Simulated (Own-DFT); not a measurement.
# Which arrangement is lower? C36Si36, 72 atoms

Calculated, not measured: single-point runs of Own-DFT, a retired in-house plane-wave DFT program that no person has reviewed, on unrelaxed cells, without spin or spin-orbit coupling.

Method: PBE; PseudoDojo norm-conserving scalar-relativistic files; cutoff 42 hartree; 4 x 4 x 3 k mesh centred on Gamma; Fermi-Dirac smearing of 0.1 eV.

Known weak points: forces on such cells passed a denser k mesh, each cell not checked; stress not checked against mesh or cutoff.

All cells hold the same atoms in the same cell, with vectors in Å (9.248, 0.000, 0.000); (-4.624, 8.009, 0.000); (0.000, 0.000, 10.068). Atoms are randomly off their ideal sites, by an rms of u per axis. E is the free energy of the cell above the lowest run. The arrangements:

- A: 2H SiC
- B: 4H SiC

| arrangement | u (Å) | E (eV) | P (GPa) |
|---|---|---|---|
| A | 0.0305 | 0.491 | 3.86 |
| A | 0.0311 | 0.442 | 3.92 |
| A | 0.0317 | 0.579 | 3.93 |
| A | 0.0577 | 6.661 | 5.88 |
| A | 0.0614 | 7.244 | 5.78 |
| A | 0.0689 | 10.816 | 7.28 |
| B | 0.0300 | 0.000 | 3.78 |
| B | 0.0301 | 0.033 | 3.77 |
| B | 0.0312 | 0.208 | 3.75 |
| B | 0.0577 | 6.636 | 5.86 |
| B | 0.0586 | 6.556 | 6.01 |
| B | 0.0633 | 9.305 | 6.96 |

The question: which arrangement lies lowest after the energy of the random moves is removed?

## Answer

Fit E = a + b u², with one b for all and one a for each arrangement, and with residuals divided by u², since the noise grows with the moves. Then b = 2681 eV/Å², the scatter at u = 0.04 Å is 0.19 eV, and against A:

- B: -0.28 ± 0.09 eV (lower)

The cells share one lattice and weren't relaxed, which can shift such small differences either way.
